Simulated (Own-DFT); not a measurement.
Simulation results for GaP (zincblende, atoms displaced)

Computed with Own-DFT development build. A calculation, not a measurement: plane-wave PBE density functional theory by an unreviewed code, no spin, of a simulated periodic cell, stress positive in tension, free energy of the whole cell less one offset for each atom, forces on such cells passed a denser k mesh, this cell's mesh not checked; offsets are fitted by least squares, one for each functional and potential file, so energies compare only between cells with the same atoms and settings and are not formation energies; the far tail of each file's local potential was reset to the Coulomb form; each entry is a single point on an unrelaxed cell, so the pressure reflects the starting lattice, mostly measured values (interpolated for alloys), from which strain is counted, and rises with the displacements; printed positions are rounded, which can move forces by about a meV/angstrom; the program, named Own-DFT, is a retired in-house code; no spin-orbit coupling.

```cif
# cell vector a (Å): 16.3515 0.0000 0.0000
# cell vector b (Å): 0.0000 10.9010 0.0000
# cell vector c (Å): 0.0000 0.0000 10.9010
data_GaP
_symmetry_space_group_name_H-M 'P 1'
_symmetry_Int_Tables_number 1
_cell_length_a 16.3515
_cell_length_b 10.9010
_cell_length_c 10.9010
_cell_angle_alpha 90.000
_cell_angle_beta 90.000
_cell_angle_gamma 90.000
_cell_volume 1943.08
loop_
_atom_site_label
_atom_site_type_symbol
_atom_site_fract_x
_atom_site_fract_y
_atom_site_fract_z
_atom_site_occupancy
Ga1 Ga 0.02559 0.01943 0.97930 1
Ga2 Ga 0.99801 0.25284 0.24379 1
Ga3 Ga 0.15978 0.01609 0.23022 1
Ga4 Ga 0.15731 0.25688 0.98006 1
P1 P 0.07191 0.11091 0.12556 1
P2 P 0.07626 0.37757 0.39251 1
P3 P 0.24066 0.13484 0.38321 1
P4 P 0.25480 0.39233 0.12153 1
Ga5 Ga 0.99674 0.99927 0.48776 1
Ga6 Ga 0.99114 0.26915 0.75188 1
Ga7 Ga 0.16846 0.00205 0.74134 1
Ga8 Ga 0.17338 0.26702 0.51970 1
P5 P 0.08558 0.11095 0.62747 1
P6 P 0.07553 0.38760 0.87857 1
P7 P 0.26292 0.11803 0.83244 1
P8 P 0.24130 0.38386 0.63082 1
Ga9 Ga 0.00256 0.49061 0.97459 1
Ga10 Ga 0.98612 0.74957 0.24703 1
Ga11 Ga 0.17218 0.51415 0.24800 1
Ga12 Ga 0.16975 0.75476 0.00370 1
P9 P 0.07345 0.62287 0.11670 1
P10 P 0.07585 0.88200 0.38877 1
P11 P 0.25850 0.63030 0.36979 1
P12 P 0.25363 0.87065 0.12327 1
Ga13 Ga 0.00405 0.50740 0.49816 1
Ga14 Ga 0.02155 0.71942 0.76904 1
Ga15 Ga 0.16951 0.48581 0.78817 1
Ga16 Ga 0.15452 0.76029 0.50285 1
P13 P 0.08482 0.64696 0.64525 1
P14 P 0.06685 0.87420 0.89698 1
P15 P 0.24784 0.60103 0.85841 1
P16 P 0.24186 0.87839 0.61758 1
Ga17 Ga 0.34163 0.99225 0.00913 1
Ga18 Ga 0.34386 0.26401 0.25189 1
Ga19 Ga 0.49811 0.98831 0.23380 1
Ga20 Ga 0.52195 0.24095 0.01668 1
P17 P 0.42156 0.10794 0.11985 1
P18 P 0.40320 0.36702 0.37233 1
P19 P 0.57062 0.10952 0.37859 1
P20 P 0.59182 0.34837 0.11840 1
Ga21 Ga 0.33699 0.01652 0.49772 1
Ga22 Ga 0.33054 0.25163 0.74226 1
Ga23 Ga 0.50601 0.01390 0.77370 1
Ga24 Ga 0.50660 0.24413 0.49878 1
P21 P 0.41911 0.11230 0.61607 1
P22 P 0.39472 0.37419 0.89510 1
P23 P 0.59116 0.11222 0.90518 1
P24 P 0.57899 0.37512 0.63599 1
Ga25 Ga 0.34201 0.50678 0.02536 1
Ga26 Ga 0.33923 0.74551 0.25670 1
Ga27 Ga 0.50335 0.47856 0.24051 1
Ga28 Ga 0.50604 0.75410 0.01441 1
P25 P 0.41452 0.62159 0.12630 1
P26 P 0.41894 0.89810 0.36679 1
P27 P 0.57047 0.61274 0.37445 1
P28 P 0.57351 0.86743 0.13169 1
Ga29 Ga 0.32439 0.51701 0.47656 1
Ga30 Ga 0.33007 0.76125 0.75344 1
Ga31 Ga 0.49702 0.49395 0.74512 1
Ga32 Ga 0.48855 0.73980 0.49578 1
P29 P 0.40610 0.59974 0.64352 1
P30 P 0.42003 0.87180 0.88765 1
P31 P 0.58196 0.62969 0.87344 1
P32 P 0.58318 0.87014 0.62073 1
Ga33 Ga 0.65627 0.00319 0.01590 1
Ga34 Ga 0.67182 0.23310 0.26030 1
Ga35 Ga 0.83162 0.98909 0.23530 1
Ga36 Ga 0.83132 0.25557 0.99194 1
P33 P 0.74255 0.09114 0.14749 1
P34 P 0.75582 0.39658 0.36995 1
P35 P 0.90272 0.15071 0.37964 1
P36 P 0.93428 0.35689 0.14178 1
Ga37 Ga 0.65270 0.01649 0.50671 1
Ga38 Ga 0.67301 0.26069 0.75550 1
Ga39 Ga 0.83556 0.00804 0.77191 1
Ga40 Ga 0.84511 0.24495 0.53138 1
P37 P 0.72286 0.11391 0.62720 1
P38 P 0.74458 0.36314 0.87733 1
P39 P 0.92269 0.11688 0.86634 1
P40 P 0.93191 0.35893 0.61337 1
Ga41 Ga 0.66106 0.50534 0.00175 1
Ga42 Ga 0.66850 0.74484 0.23186 1
Ga43 Ga 0.82879 0.52678 0.26708 1
Ga44 Ga 0.84877 0.72973 0.00665 1
P41 P 0.76027 0.61881 0.15416 1
P42 P 0.74844 0.86628 0.38108 1
P43 P 0.91389 0.63204 0.35918 1
P44 P 0.92284 0.87195 0.12340 1
Ga45 Ga 0.64978 0.50060 0.50710 1
Ga46 Ga 0.66077 0.73477 0.73215 1
Ga47 Ga 0.82759 0.50208 0.76017 1
Ga48 Ga 0.83696 0.74350 0.50487 1
P45 P 0.74120 0.60861 0.63036 1
P46 P 0.75288 0.86607 0.89429 1
P47 P 0.91543 0.61257 0.88219 1
P48 P 0.92129 0.88808 0.62945 1
_calc_functional 'PBE'
_calc_potential_files 'PseudoDojo norm-conserving, scalar-relativistic, standard set'
_calc_wave_cutoff 42  # hartree
_calc_occupations 'Fermi-Dirac'
_calc_smearing_width 0.1  # eV
_calc_k_mesh '2 x 3 x 3 centred on Gamma'
_calc_free_energy_of_cell_above_offsets '-14.847'  # eV
_calc_pressure 8.7  # GPa
_calc_stress_xx -8.38  # GPa
_calc_stress_yy -8.94  # GPa
_calc_stress_zz -8.78  # GPa
_calc_stress_yz -1.97  # GPa
_calc_stress_xz -2.73  # GPa
_calc_stress_xy 0.91  # GPa
```

Force:
```tsv
element	x (eV/Å)	y (eV/Å)	z (eV/Å)
Ga	-5.105	2.142	0.35
Ga	3.957	-4.467	5.898
Ga	2.548	-2.397	2.899
Ga	2.082	-1.308	1.237
P	1.002	4.336	1.263
P	2.484	-0.802	-2.055
P	0.877	0.195	-1.414
P	-1.84	-2.47	0.879
Ga	-1.912	2.471	1.63
Ga	2.7	-3.382	1.909
Ga	-0.88	-1.157	0.888
Ga	-2.878	-2.683	-1.825
P	-1.386	2.381	-0.695
P	1.999	-5.126	-3.217
P	-2.172	-1.771	4.825
P	2.381	1.987	0.985
Ga	-3.564	2.773	6.366
Ga	3.225	0.817	-0.108
Ga	-1.572	-0.896	-0.099
Ga	-0.782	-1.213	-0.72
P	1.016	0.335	0.566
P	1.098	-1.398	-3.972
P	-4.524	3.067	-1.107
P	-0.267	0.622	0.918
Ga	-0.925	1.782	0.629
Ga	-6.7	5.282	5.696
Ga	-2.363	-1.931	-4.944
Ga	1.394	-0.442	-0.181
P	4.687	-6.213	-6.788
P	4.589	-5.216	-3.805
P	4.526	6.047	4.522
P	2.054	-0.425	-0.054
Ga	-1.686	0.057	-1.567
Ga	-3.991	-4.326	-3.851
Ga	-0.068	1.46	1.62
Ga	-6.077	-2.243	-2.892
P	-0.022	3.391	0.598
P	4.537	3.208	3.857
P	0.742	1.26	-2.112
P	2.792	4.543	3.806
Ga	-2.442	-1.599	-1.32
Ga	2.007	2.332	-1.82
Ga	-0.716	-1.654	-1.491
Ga	-1.688	0.779	0.486
P	1.725	2.388	2.694
P	3.477	-1.367	-1.56
P	-1.408	3.256	-5.088
P	0.327	-1.507	-0.461
Ga	-2.495	-0.478	-3.296
Ga	0.643	1.921	-0.613
Ga	-0.72	-0.059	0.385
Ga	-2.092	-2.258	-2.307
P	3.404	2.174	1.924
P	-1.415	-2.773	1.539
P	0.764	0.759	-0.903
P	3.551	0.009	0.192
Ga	2.562	-3.672	4.26
Ga	-0.273	-0.861	-0.452
Ga	-0.643	-0.384	2.713
Ga	-0.287	0.548	0.771
P	-0.757	2.585	-2.294
P	0.211	-0.293	-1.065
P	-0.618	-0.562	0.367
P	-1.364	0.088	0.528
Ga	3.299	-4.395	1.928
Ga	0.28	0.706	0.982
Ga	2.191	-1.785	3.142
Ga	1.664	-1.816	2.01
P	-1.081	3.554	-2.404
P	-1.872	-2.843	2.439
P	1.656	-3.096	-2.129
P	-6.379	6.559	-6.688
Ga	-0.386	-3.974	-2.405
Ga	-2.416	-2.214	-1.502
Ga	-2.323	-2.725	-2.24
Ga	-4.49	-0.843	-1.113
P	5.051	2.69	3.01
P	1.376	2.99	1.495
P	0.692	3.021	1.861
P	-1.358	4.885	-0.009
Ga	0.95	-0.302	0.478
Ga	-0.718	0.813	2.642
Ga	2.794	-5.554	1.595
Ga	-2.173	2.155	1.43
P	-3.892	2.611	-7.461
P	-0.607	0.651	-0.242
P	1.684	-0.163	4.583
P	-0.475	1.619	-1.523
Ga	1.482	-0.325	-1.167
Ga	0.605	1.878	1.629
Ga	0.234	-1.165	-0.844
Ga	-0.38	0.91	0.662
P	1.62	0.143	-1.181
P	-0.432	-0.143	-0.675
P	0.532	-0.075	-2.052
P	-0.866	-1.425	0.63
```
